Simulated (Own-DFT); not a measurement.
Simulation results for GaP (zincblende, atoms displaced)

All values are calculated (Own-DFT development build). A calculation, not a measurement: plane-wave PBE density functional theory by an unreviewed code, no spin, of a simulated periodic cell, stress positive in tension, free energy of the whole cell less one offset for each atom, forces on such cells passed a denser k mesh, this cell's mesh not checked; offsets are fitted by least squares, one for each functional and potential file, so energies compare only between cells with the same atoms and settings and are not formation energies; the far tail of each file's local potential was reset to the Coulomb form; each entry is a single point on an unrelaxed cell, so the pressure reflects the starting lattice, mostly measured values (interpolated for alloys), from which strain is counted, and rises with the displacements; printed positions are rounded, which can move forces by about a meV/angstrom; the program, named Own-DFT, is a retired in-house code; no spin-orbit coupling.

Common to all runs: functional PBE; potential files PseudoDojo norm-conserving, scalar-relativistic, standard set; wave cutoff 42 hartree; occupations Fermi-Dirac; smearing width 0.1 eV; k mesh 3 x 3 x 3 centred on Gamma.

(1) 
```xyz
64
Lattice="10.9010 0.0000 0.0000 0.0000 10.9010 0.0000 0.0000 0.0000 10.9010" Properties=species:S:1:pos:R:3:force_x:R:1:force_y:R:1:force_z:R:1 formula=GaP free_energy_of_cell_above_offsets=-35.817 pressure=2.69 stress_xx=-2.68 stress_yy=-2.7 stress_zz=-2.7 stress_yz=0.1 stress_xz=0.08 stress_xy=0.02
Ga     0.0191    10.8980    10.8974     -0.256      0.094     -0.177
Ga    10.8909     2.7129     2.7268      0.214      0.261      0.064
Ga     2.7419     0.0038     2.6982      0.018      0.169       0.34
Ga     2.7507     2.7181     0.0069     -0.408     -0.002     -0.028
P      1.3614     1.3396     1.3613       0.08      0.407      0.009
P      1.3676     4.1161     4.1270     -0.198     -0.346     -0.515
P      4.1307     1.3588     4.0953     -0.676      0.092     -0.092
P      4.0653     4.0962     1.3620      0.309      0.014     -0.083
Ga    10.8790     0.0355     5.4720      0.517     -0.283     -0.096
Ga     0.0243     2.7404     8.1618     -0.283      0.024      0.305
Ga     2.7536    10.8999     8.1596     -0.299     -0.182     -0.027
Ga     2.7398     2.7768     5.4574     -0.028     -0.552      -0.09
P      1.3600     1.3932     6.8400      0.404     -0.259     -0.402
P      1.3590     4.0956     9.5474      0.307     -0.232     -0.039
P      4.0665     1.3548     9.5318        0.2      0.036      0.181
P      4.0784     4.0881     6.8251      0.169     -0.008      0.351
Ga     0.0570     5.4603    10.8951     -0.576      0.093       0.09
Ga    10.8922     8.2227     2.7227     -0.021     -0.205     -0.061
Ga     2.6832     5.4316     2.7002      0.175      0.315      0.287
Ga     2.7119     8.1564     0.0149      0.184      0.215     -0.317
P      1.3621     6.8393     1.3523     -0.171     -0.137      0.337
P      1.3785     9.5576     4.0549     -0.168      0.165      0.549
P      4.0750     6.7924     4.0884      0.168     -0.034     -0.107
P      4.0579     9.5364     1.3623      0.549     -0.058     -0.168
Ga    10.8947     5.4307     5.4776      0.014      0.478     -0.165
Ga    10.8926     8.1848     8.1912     -0.007       0.17      -0.16
Ga     2.7335     5.4531     8.1997       -0.2      0.051     -0.246
Ga     2.7192     8.1806     5.4494      0.001     -0.037      0.016
P      1.3394     6.8222     6.8353      0.251     -0.037     -0.094
P      1.3651     9.5374     9.5426      0.209      0.022     -0.143
P      4.0904     6.8179     9.5257     -0.039      0.057      0.281
P      4.1350     9.5362     6.8119     -0.491     -0.012     -0.106
Ga     5.4468     0.0274     0.0007      0.018     -0.202      0.183
Ga     5.4274     2.7082     2.7005      0.233      0.178      0.089
Ga     8.1738     0.0310     2.7398      0.333     -0.216      0.297
Ga     8.1462     2.7248     0.0047      0.565       0.18     -0.195
P      6.8521     1.3744     1.3744      -0.57     -0.088     -0.089
P      6.8122     4.0494     4.1013      -0.29      0.446     -0.313
P      9.5627     1.3971     4.1424     -0.501     -0.114      -0.43
P      9.5468     4.1115     1.3673     -0.028     -0.137     -0.118
Ga     5.4515    10.8908     5.4341      0.293     -0.006      0.092
Ga     5.4381     2.7059     8.2082     -0.062      0.163     -0.264
Ga     8.2009    10.8978     8.1769     -0.405      0.074     -0.223
Ga     8.1423     2.7443     5.4602      0.327     -0.193      0.227
P      6.7829     1.3798     6.8111      0.264     -0.305      0.151
P      6.7946     4.0851     9.5361      0.171     -0.019     -0.063
P      9.5370     1.3608     9.5021      0.173       0.26      0.464
P      9.5587     4.0854     6.8076     -0.452     -0.033       0.17
Ga     5.4578     5.4545    10.8814     -0.072      0.074       0.22
Ga     5.4664     8.1709     2.7143     -0.179     -0.192     -0.073
Ga     8.1715     5.4548     2.7608      0.012     -0.154     -0.187
Ga     8.1667     8.1694    10.8753      0.322      0.263      0.148
P      6.8619     6.8094     1.3323     -0.511      -0.11      0.325
P      6.8182     9.5140     4.0883      0.077      0.249     -0.067
P      9.5460     6.8153     4.0767      0.154      0.022      0.234
P      9.5357     9.5658     1.3542     -0.206      -0.08      -0.03
Ga     5.4487     5.4173     5.4794     -0.014      0.232     -0.286
Ga     5.4453     8.1844     8.1923      0.197      0.035       0.06
Ga     8.1536     5.4522     8.1489      0.384      -0.01      0.323
Ga     8.1778     8.1584     5.4534      0.018      -0.01      0.023
P      6.7952     6.8137     6.8341      0.023      0.063     -0.255
P      6.8161     9.5512     9.5519     -0.083      0.048     -0.153
P      9.5527     6.8355     9.5407     -0.178     -0.456     -0.076
P      9.5344     9.5518     6.7969      0.035     -0.239      0.124
```

Units: free_energy_of_cell_above_offsets in eV; pressure, stress_xx, stress_yy, stress_zz, stress_yz, stress_xz, stress_xy in GPa; force_x, force_y, force_z in eV/Å.

(2) 
```xyz
64
Lattice="10.9010 0.0000 0.0000 0.0000 10.9010 0.0000 0.0000 0.0000 10.9010" Properties=species:S:1:pos:R:3:force_x:R:1:force_y:R:1:force_z:R:1 formula=GaP free_energy_of_cell_above_offsets=-35.664 pressure=2.73 stress_xx=-2.72 stress_yy=-2.74 stress_zz=-2.74 stress_yz=-0.01 stress_xz=-0.16 stress_xy=-0.08
Ga    10.8732     0.0101     0.0423      0.297      0.018     -0.364
Ga    10.8664     2.7376     2.7264      0.149     -0.235     -0.022
Ga     2.7401    10.8979     2.7026     -0.337      0.107      0.442
Ga     2.7158     2.7178    10.8903      0.272     -0.215      0.033
P      1.3717     1.3786     1.3698     -0.251     -0.023      0.012
P      1.3414     4.0760     4.0484      0.248      0.394      0.266
P      4.0701     1.3651     4.1150      0.387     -0.026     -0.712
P      4.0803     4.0917     1.3399      0.188     -0.063     -0.034
Ga    10.8620    10.8866     5.4536      0.268      0.051      0.111
Ga    10.8792     2.7383     8.1918      0.501      -0.46      -0.16
Ga     2.7560    10.8504     8.1970     -0.472      0.503     -0.464
Ga     2.7403     2.7226     5.4237     -0.347       0.32      0.162
P      1.3607     1.3623     6.7604      0.023     -0.122      0.753
P      1.3862     4.0693     9.5483     -0.508      0.127     -0.031
P      4.0876     1.3424     9.5154     -0.035      0.421      0.066
P      4.0966     4.1017     6.7940     -0.303      0.062      0.177
Ga    10.9004     5.4429     0.0051      0.139      0.198     -0.051
Ga    10.8855     8.1877     2.7424      0.219     -0.461     -0.014
Ga     2.7198     5.4630     2.6607      0.246     -0.392      0.803
Ga     2.6657     8.1958    10.8980      0.422     -0.186     -0.111
P      1.4067     6.7993     1.3729     -0.925      0.448     -0.251
P      1.3256     9.5384     4.1001       0.45     -0.018     -0.079
P      4.0735     6.7994     4.1031      0.223       0.08     -0.463
P      4.0551     9.5581     1.3358       0.13     -0.377      0.175
Ga    10.8838     5.4770     5.4485      0.207     -0.424     -0.178
Ga    10.8879     8.1490     8.1710      0.098      0.223      0.112
Ga     2.6884     5.4593     8.2037      0.375     -0.115     -0.317
Ga     2.7518     8.1785     5.4535     -0.455     -0.027     -0.006
P      1.3386     6.7954     6.8188      0.247      0.243     -0.122
P      1.3605     9.5397     9.5316     -0.524      0.105      0.042
P      4.0658     6.8299     9.5294      0.079     -0.105      0.334
P      4.0835     9.5533     6.7949      0.329     -0.267      0.103
Ga     5.3947    10.8851    10.8874      0.662      0.229     -0.016
Ga     5.4576     2.7637     2.7196     -0.252     -0.573     -0.108
Ga     8.1342     0.0237     2.7240      0.529     -0.251      0.099
Ga     8.1842     2.7295    10.8936     -0.005      0.161     -0.079
P      6.8450     1.3686     1.3507     -0.724      0.002     -0.168
P      6.8091     4.0695     4.0692       0.15      0.283      0.452
P      9.5471     1.3504     4.1058     -0.432      0.209     -0.192
P      9.5324     4.1149     1.3743     -0.009     -0.306     -0.247
Ga     5.4504     0.0051     5.4231      0.027     -0.045      0.151
Ga     5.4484     2.7315     8.1416      0.045      0.037      0.287
Ga     8.1877    10.8808     8.1638     -0.394      0.109      0.068
Ga     8.1941     2.7600     5.4838     -0.194     -0.449     -0.213
P      6.8044     1.3425     6.8177      0.238      0.192     -0.168
P      6.8056     4.1228     9.5520      0.043     -0.468      -0.26
P      9.5137     1.3464     9.5187      0.232      0.102      0.274
P      9.5680     4.0775     6.8265      -0.33      0.543       0.09
Ga     5.4780     5.4605     0.0142     -0.518      0.107     -0.226
Ga     5.4506     8.2046     2.6982     -0.185     -0.309      0.143
Ga     8.1776     5.4312     2.7404     -0.353       0.16      -0.21
Ga     8.1925     8.1671    10.8752     -0.504      0.499      0.339
P      6.8167     6.8117     1.3400      0.174      0.186      0.385
P      6.8190     9.5299     4.0865     -0.093      0.099     -0.076
P      9.5044     6.7837     4.0851      0.191      0.451      0.075
P      9.5564     9.5137     1.3686     -0.545      0.258      0.062
Ga     5.4731     5.4655     5.4622     -0.207     -0.245     -0.374
Ga     5.4473     8.1619     8.1808     -0.248      0.056     -0.324
Ga     8.1724     5.4673     8.1911      0.005      0.006     -0.265
Ga     8.1809     8.1864     5.4626     -0.091     -0.161     -0.175
P      6.7906     6.8246     6.7815      0.407     -0.006      0.453
P      6.7888     9.5296     9.5004       0.22      0.089      0.482
P      9.5104     6.8522     9.5631      0.547     -0.672     -0.355
P      9.5187     9.5274     6.8285      0.273     -0.076     -0.112
```

Units: free_energy_of_cell_above_offsets in eV; pressure, stress_xx, stress_yy, stress_zz, stress_yz, stress_xz, stress_xy in GPa; force_x, force_y, force_z in eV/Å.

(3) 
```xyz
64
Lattice="10.9010 0.0000 0.0000 0.0000 10.9010 0.0000 0.0000 0.0000 10.9010" Properties=species:S:1:pos:R:3:force_x:R:1:force_y:R:1:force_z:R:1 formula=GaP free_energy_of_cell_above_offsets=-35.688 pressure=2.73 stress_xx=-2.71 stress_yy=-2.73 stress_zz=-2.74 stress_yz=0.09 stress_xz=-0.31 stress_xy=-0.1
Ga    10.8901    10.8816     0.0259      0.287      0.284      -0.14
Ga     0.0189     2.7217     2.6998     -0.225      -0.12      0.237
Ga     2.7282     0.0221     2.7250      0.038     -0.342      0.167
Ga     2.7064     2.7293     0.0065       0.25      -0.02     -0.351
P      1.4072     1.3758     1.3742     -0.496      -0.22     -0.163
P      1.3142     4.1125     4.0851      0.636     -0.474     -0.234
P      4.1287     1.3014     4.0901     -0.713      1.134     -0.294
P      4.0758     4.0846     1.3436      0.147     -0.175      0.375
Ga     0.0099     0.0194     5.4649     -0.446      0.004      0.012
Ga    10.8805     2.7605     8.1533      0.105     -0.297      0.161
Ga     2.7512    10.8934     8.2016     -0.497      0.123     -0.246
Ga     2.6998     2.7260     5.4414      0.143     -0.163       -0.1
P      1.3308     1.3661     6.8158      0.464      0.011       0.25
P      1.3763     4.0828     9.5134     -0.274      0.181      0.287
P      4.0931     1.3604     9.5277     -0.051      0.046      0.469
P      4.0723     4.0695     6.8258      0.013       0.27     -0.172
Ga    10.8936     5.4526     0.0069      0.017     -0.076      -0.09
Ga     0.0244     8.1931     2.6986      -0.21     -0.021       0.46
Ga     2.7108     5.4327     2.7167      0.119      0.104      0.154
Ga     2.7424     8.1712    10.8787      -0.27      0.032      0.288
P      1.3550     6.8156     1.3944      0.271     -0.018     -0.548
P      1.3431     9.5728     4.1228      0.256      -0.28     -0.458
P      4.0940     6.8164     4.0725     -0.002     -0.054     -0.125
P      4.0853     9.5615     1.3513     -0.127     -0.219      0.067
Ga     0.0122     5.4481     5.4178     -0.386      0.316      0.542
Ga    10.8860     8.1926     8.1778      0.219      -0.31     -0.111
Ga     2.7092     5.4777     8.1821      0.392     -0.182      0.006
Ga     2.7306     8.1665     5.4320      0.013      0.121      0.134
P      1.3879     6.8131     6.8212      -0.47      0.149     -0.236
P      1.3479     9.5295     9.5383      0.174      0.132      0.117
P      4.0974     6.8391     9.5402       0.18     -0.122       -0.2
P      4.0803     9.5628     6.8146     -0.015     -0.261     -0.084
Ga     5.4551    10.9009     0.0107     -0.132      0.208     -0.054
Ga     5.4829     2.7239     2.7418     -0.493     -0.102      -0.18
Ga     8.1469     0.0047     2.7475      0.378     -0.232     -0.096
Ga     8.1388     2.7273     0.0181      0.281     -0.132      -0.41
P      6.8120     1.3518     1.3802     -0.064      0.072     -0.202
P      6.7944     4.0809     4.0829      0.308      0.239      0.126
P      9.5254     1.3670     4.0848      0.235     -0.016     -0.085
P      9.5336     4.0544     1.3609     -0.044      0.317     -0.053
Ga     5.4039     0.0162     5.4378      0.595     -0.251      0.617
Ga     5.4287     2.7332     8.2090      0.393      -0.09     -0.466
Ga     8.1759    10.8883     8.1824      0.196      0.235     -0.136
Ga     8.1807     2.7340     5.4509     -0.166     -0.181     -0.133
P      6.8279     1.3478     6.7946     -0.323      0.177      0.272
P      6.8183     4.1234     9.5159     -0.437     -0.421      0.653
P      9.5682     1.3541     9.5358      -0.36      0.193      0.157
P      9.5274     4.0625     6.7921     -0.124      0.791      0.191
Ga     5.4331     5.4640     0.0324       0.18      0.094     -0.306
Ga     5.4624     8.2060     2.7124      -0.08     -0.149      0.027
Ga     8.1773     5.4514     2.7246     -0.096     -0.185     -0.178
Ga     8.1363     8.2327    10.8703      0.518     -0.593      0.125
P      6.8317     6.8361     1.3505     -0.112     -0.052      0.104
P      6.7787     9.5650     4.1121      0.238     -0.247     -0.087
P      9.5283     6.7992     4.0529      0.204       0.41      0.276
P      9.5488     9.5173     1.3460     -0.437      0.291      0.333
Ga     5.4562     5.4571     5.4478     -0.482     -0.341     -0.079
Ga     5.4781     8.2446     8.1795     -0.297     -0.589     -0.261
Ga     8.1259     5.4702     8.2043      0.592     -0.009     -0.643
Ga     8.1811     8.1933     5.4470     -0.141     -0.329     -0.072
P      6.7757     6.7835     6.7902      0.392      0.691      0.314
P      6.8094     9.5588     9.5428     -0.041      0.287     -0.077
P      9.5323     6.8173     9.5188     -0.134      0.108       0.28
P      9.5437     9.5214     6.8188      -0.09       0.25      -0.13
```

Units: free_energy_of_cell_above_offsets in eV; pressure, stress_xx, stress_yy, stress_zz, stress_yz, stress_xz, stress_xy in GPa; force_x, force_y, force_z in eV/Å.

(4) 
```xyz
64
Lattice="10.9010 0.0000 0.0000 0.0000 10.9010 0.0000 0.0000 0.0000 10.9010" Properties=species:S:1:pos:R:3 formula=GaP
Ga    10.8980    10.8684     0.0060
Ga    10.8765     2.7269     2.7288
Ga     2.7625    10.8884     2.7176
Ga     2.7098     2.7103    10.8703
P      1.3251     1.3710     1.3500
P      1.3766     4.0784     4.0912
P      4.0776     1.3572     4.1171
P      4.1087     4.1130     1.3608
Ga    10.8710    10.8737     5.4498
Ga    10.8598     2.7336     8.1623
Ga     2.7320     0.0035     8.1669
Ga     2.7103     2.7397     5.4608
P      1.3316     1.3348     6.8218
P      1.3499     4.1079     9.5366
P      4.0967     1.3466     9.5464
P      4.0410     4.0724     6.7899
Ga     0.0034     5.4517    10.8905
Ga    10.8913     8.1843     2.7096
Ga     2.7297     5.4215     2.7033
Ga     2.7346     8.1944    10.8712
P      1.3500     6.7888     1.3291
P      1.3512     9.5180     4.0997
P      4.1000     6.8109     4.0755
P      4.0948     9.5315     1.3442
Ga     0.0048     5.4591     5.4719
Ga     0.0175     8.1565     8.1792
Ga     2.7191     5.4861     8.1802
Ga     2.7485     8.1593     5.4917
P      1.3881     6.8201     6.7649
P      1.3710     9.5306     9.5036
P      4.0580     6.8060     9.5259
P      4.0810     9.5637     6.8033
Ga     5.4552     0.0250    10.8933
Ga     5.4518     2.7075     2.7403
Ga     8.1664     0.0409     2.7312
Ga     8.1702     2.7101     0.0112
P      6.8457     1.3555     1.3486
P      6.8165     4.0826     4.0788
P      9.5130     1.3567     4.0822
P      9.5223     4.0955     1.3602
Ga     5.4745    10.8525     5.4587
Ga     5.3998     2.7199     8.1534
Ga     8.2399    10.8953     8.1281
Ga     8.1945     2.7380     5.4169
P      6.8157     1.3536     6.8290
P      6.8229     4.0751     9.5395
P      9.5510     1.3787     9.5320
P      9.5398     4.0861     6.8079
Ga     5.4338     5.4206     0.0351
Ga     5.4468     8.1589     2.7072
Ga     8.1845     5.4245     2.7130
Ga     8.1661     8.1827     0.0175
P      6.7954     6.7828     1.3452
P      6.8438     9.5124     4.1022
P      9.5438     6.7914     4.0659
P      9.5410     9.5581     1.3966
Ga     5.4585     5.4512     5.4482
Ga     5.4397     8.1809     8.2071
Ga     8.2000     5.4404     8.1591
Ga     8.1784     8.1852     5.4438
P      6.7758     6.8494     6.8075
P      6.8281     9.5547     9.5467
P      9.5352     6.7940     9.5123
P      9.5578     9.5635     6.7904
```

Questions
1. Estimate the stress zz of GaP (zincblende, atoms displaced) (entry 4).
2. Estimate the stress yy of GaP (zincblende, atoms displaced) (entry 4).

Calculated values
1. -2.71 GPa
2. -2.71 GPa

Further results for GaP (zincblende, atoms displaced) (entry 4):

* free energy of cell above offsets: -35.754 eV
* pressure: 2.71 GPa
* stress xx: -2.71 GPa
* stress yz: -0.06 GPa
* stress xz: 0.05 GPa
* stress xy: -0.13 GPa

Force:
```csv
element,x (eV/Å),y (eV/Å),z (eV/Å)
Ga,0.037,0.206,-0.254
Ga,0.111,0.062,0.019
Ga,-0.529,0.141,0.086
Ga,0.05,0.219,0.289
P,0.434,-0.191,0.173
P,-0.321,0.087,-0.1
P,0.239,-0.111,-0.098
P,-0.386,-0.881,0.073
Ga,0.403,0.349,-0.357
Ga,0.505,-0.032,0.143
Ga,-0.095,0.085,0.015
Ga,-0.274,-0.506,-0.058
P,0.09,0.34,-0.141
P,0.062,-0.229,-0.296
P,-0.244,0.16,-0.161
P,0.388,0.456,0.3
Ga,-0.237,-0.084,-0.01
Ga,0.257,-0.272,0.101
Ga,-0.118,0.354,0.17
Ga,-0.247,-0.228,0.177
P,0.242,0.417,0.271
P,0.313,0.064,-0.112
P,-0.243,-0.073,0.051
P,0.129,0.08,-0.003
Ga,0.021,-0.139,-0.392
Ga,-0.102,0.031,-0.303
Ga,-0.182,-0.382,-0.22
Ga,0.08,0.299,-0.673
P,-0.331,-0.114,0.631
P,-0.074,0.115,0.275
P,0.508,-0.002,0.313
P,0.148,-0.353,0.327
Ga,0.166,-0.283,0.115
Ga,-0.041,-0.026,-0.127
Ga,-0.065,-0.472,0.072
Ga,0.178,0.18,-0.267
P,-0.558,0.117,0.21
P,-0.037,0.065,0.069
P,0.397,0.085,0.12
P,0.232,-0.163,-0.171
Ga,0.05,0.441,-0.124
Ga,0.409,0.095,0.126
Ga,-0.506,0.222,0.518
Ga,-0.354,-0.158,0.358
P,0.062,0.149,-0.298
P,-0.295,0.044,-0.159
P,-0.113,-0.325,0.196
P,-0.046,0.07,-0.231
Ga,0.223,0.275,-0.753
Ga,0.194,0.096,0.109
Ga,-0.229,0.239,0.07
Ga,0.13,-0.092,-0.08
P,0.264,0.22,0.192
P,-0.326,0.24,-0.554
P,-0.086,0.159,0.221
P,-0.263,-0.149,-0.278
Ga,-0.122,-0.086,-0.01
Ga,-0.053,0.201,-0.085
Ga,-0.563,0.14,-0.049
Ga,0.243,-0.334,0.114
P,0.433,-0.339,0.164
P,0.093,0.041,-0.226
P,0.007,0.315,0.296
P,-0.058,-0.835,0.225
```
